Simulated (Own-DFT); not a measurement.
# Point defects and the pressure they add: 4H SiC

The numbers are computed, not measured, by runs of the plane-wave DFT program Own-DFT (in-house, retired, unreviewed) at fixed positions, with no spin and no spin-orbit coupling.

Common settings: PBE; PseudoDojo norm-conserving scalar-relativistic files; cutoff 42 hartree; 4 x 4 x 3 k mesh centred on Gamma; Fermi-Dirac smearing of 0.1 eV.

Keep in mind (not all hold for every row): a neutral cation vacancy leaves holes that likely carry spin, which these runs leave out; not probed for a lower state with spin; forces on such cells failed a check on a denser k mesh; forces on such cells passed a denser k mesh, each cell not checked; stress not checked against mesh or cutoff.

All runs share one cell, with vectors in Å (9.248, 0.000, 0.000); (-4.624, 8.009, 0.000); (0.000, 0.000, 10.068) and a volume of 745.7 Å³. The atoms are randomly displaced, by u rms on each axis. The defect's site can differ from row to row.

```
cell,formula,u (Å),P (GPa)
no defect,C36Si36,0.0288,3.75
no defect,C36Si36,0.0588,5.79
no defect,C36Si36,0.0653,6.35
one Al on a Si site and one N on a C site,AlC35NSi35,0.0504,5.63
one Al on a Si site and one N on a C site,AlC35NSi35,0.0507,5.56
one Al on a Si site and one N on a C site,AlC35NSi35,0.0523,5.67
one C vacancy,C35Si36,0.0280,3.53
one C vacancy,C35Si36,0.0494,5.07
one C vacancy,C35Si36,0.0497,4.86
two N on a C site each,C34N2Si36,0.0305,?
two N on a C site each,C34N2Si36,0.0322,2.92
two N on a C site each,C34N2Si36,0.0469,3.76
two N on a C site each,C34N2Si36,0.0494,4.32
one Si vacancy,C36Si35,0.0295,3.00
one Si vacancy,C36Si35,0.0305,3.17
one Si vacancy,C36Si35,0.0318,3.28
```

## Fit

P = P0 + c u² + a shift for each defect gives P0 = 3.02 GPa, c = 798 ± 40 GPa/Å² and a scatter of 0.12 GPa. The shifts, and each times the cell's volume:

- one Al on a Si site and one N on a C site: 0.51 ± 0.10 GPa, 2.4 eV
- one C vacancy: -0.05 ± 0.11 GPa, -0.2 eV (not resolved)
- one Si vacancy: -0.62 ± 0.13 GPa, -2.9 eV
- two N on a C site each: -0.87 ± 0.11 GPa, -4.0 eV (-2.0 eV for each of its 2 sites)

Against the defect-free cell, a freed cell would be larger where the shift is positive and smaller where it is negative (160.2 GPa Å³ is 1 eV). The atoms around the defects weren't relaxed, which would change these numbers.

## Prediction

Q: what pressure belongs in the blank (two N on a C site each, u = 0.0305 Å)?

The fitted form gives 2.90 ± 0.15 GPa. Computed: 2.57 GPa.
